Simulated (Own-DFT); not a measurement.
# Response to strain: 6H (3C twinned every three layers) SiC, 48 atoms (C24Si24)

These are calculations, not measurements. The program, named Own-DFT, is a retired in-house plane-wave density functional code that no person has reviewed. Each row is one single-point run on a periodic cell that was not relaxed, without spin or spin-orbit coupling.

Settings of every run: PBE; PseudoDojo norm-conserving scalar-relativistic files; cutoff 42 hartree; 5 x 5 x 2 k mesh centred on Gamma; Fermi-Dirac smearing of 0.1 eV.

Known limits: forces on such cells passed a denser k mesh, each cell not checked; stress not checked against mesh or cutoff.

Unstrained cell vectors in Å: (4.360, -4.360, 0.000); (0.000, 4.360, -4.360); (8.719, 8.719, 8.719). The unstrained cell has measured lattice constants (interpolated for alloys), not those of this functional. That, the random moves and any unrelaxed bonds set the pressure at no strain. Each run strains this cell uniformly, with the atoms carried along. Every atom was also moved at random, by a Gaussian of width 0.05 Å on each axis. Strain is the symmetric tensor, in per cent. Stress is positive in tension, and the pressure is minus a third of its trace.

```
run,e_xx (%),e_yy (%),e_zz (%),e_yz (%),e_xz (%),e_xy (%),s_xx (GPa),s_yy (GPa),s_zz (GPa),s_yz (GPa),s_xz (GPa),s_xy (GPa),P (GPa),E (meV/atom)
1,-1.22,0.25,-1.53,-0.39,1.23,1.63,-13.47,-8.38,-11.56,-2.50,6.45,7.26,11.14,28.2
2,-1.74,0.81,1.69,-0.75,0.04,0.32,-10.35,-1.81,1.80,-3.43,-1.28,-0.42,3.45,0.0
3,-0.72,-0.36,1.19,-1.85,-1.17,-0.83,-9.14,-6.80,-0.10,-9.79,-6.24,-5.16,5.35,15.3
4,0.30,0.04,1.16,1.67,-0.23,-1.04,-1.35,-3.96,-2.44,7.38,-0.07,-3.24,2.58,30.8
5,-0.28,1.56,-1.53,0.35,-0.58,-0.93,-5.15,0.72,-15.68,1.55,-1.56,-5.63,6.70,34.7
6,0.39,-1.96,1.76,-0.46,-0.85,0.15,-3.64,-14.04,2.87,-2.23,-4.97,1.25,4.94,6.6
7,-1.45,1.81,-1.05,0.21,1.54,1.18,-12.31,0.29,-9.09,0.13,8.16,7.08,7.04,20.1
8,-1.13,1.41,1.20,-1.79,0.00,0.80,-7.89,2.36,-0.78,-7.27,0.14,2.75,2.10,22.2
9,-1.28,-1.81,-1.15,-0.72,1.61,1.75,-18.05,-15.39,-14.71,-2.76,10.64,10.29,16.05,38.6
10,-1.81,-1.48,-0.39,0.82,-0.24,0.61,-17.89,-15.52,-10.12,4.44,1.35,2.52,14.51,43.8
11,-0.76,-1.74,1.91,-0.15,-0.33,1.27,-9.91,-12.03,1.96,-1.30,-2.50,6.54,6.66,13.0
12,1.47,-0.18,-0.97,-1.26,0.97,1.44,-2.44,-6.18,-6.25,-7.19,3.16,4.87,4.96,32.9
13,-0.75,-0.62,-0.65,0.76,0.64,-1.97,-11.32,-10.12,-11.70,3.19,3.54,-10.07,11.05,49.4
14,-1.41,-0.44,-0.98,-1.59,0.57,-0.83,-13.79,-8.30,-15.16,-7.62,3.10,-4.97,12.42,35.3
15,1.24,1.46,0.67,-1.58,1.24,0.00,0.72,4.34,-1.08,-5.50,4.97,0.30,-1.33,26.5
16,1.08,0.72,-0.53,0.95,-0.68,-0.96,?,?,?,?,?,?,?,?
```

E is the free energy for each atom above the lowest run shown.

## Worked fit

Each stress component was fitted by least squares to a constant and the strains of the runs shown, as fractions, with shears doubled. Shear strains stay in the fit of a normal stress only where such slopes are resolved. The slopes, in GPa:

| stress | at no strain | per e_xx | per e_yy | per e_zz | scatter |
|---|---|---|---|---|---|
| s_xx | -6.3 | 450 ± 35 | 156 ± 28 | 148 ± 28 | 1.34 |
| s_yy | -5.4 | 95 ± 26 | 490 ± 21 | 100 ± 21 | 1.00 |
| s_zz | -5.9 | 108 ± 57 | 55 ± 45 | 487 ± 46 | 2.16 |

Each shear stress against twice its own strain: yz 229 ± 14, xz 238 ± 24, xy 242 ± 18 GPa. These are stiffnesses along x, y and z of the frame in which the cell vectors are given, which need not be the crystal's axes. The atoms are held to the strained lattice; where symmetry lets them move under strain, relaxing them would lower some slopes. The table should be nearly symmetric about its diagonal, and what it lacks of that shows the noise. A ninth of its sum, 232 ± 5 GPa, estimates the bulk modulus near the mean pressure of these runs, 7.2 GPa, so it lies above the value at zero pressure.

## Withheld run

Question: what normal stresses and pressure should run 16 give?

The fit gives s_xx = -1.1, s_yy = -1.4, s_zz = -6.9 and P = 3.1 GPa. The calculation gave 0.58, -1.77, -6.15 and P = 2.45 GPa.
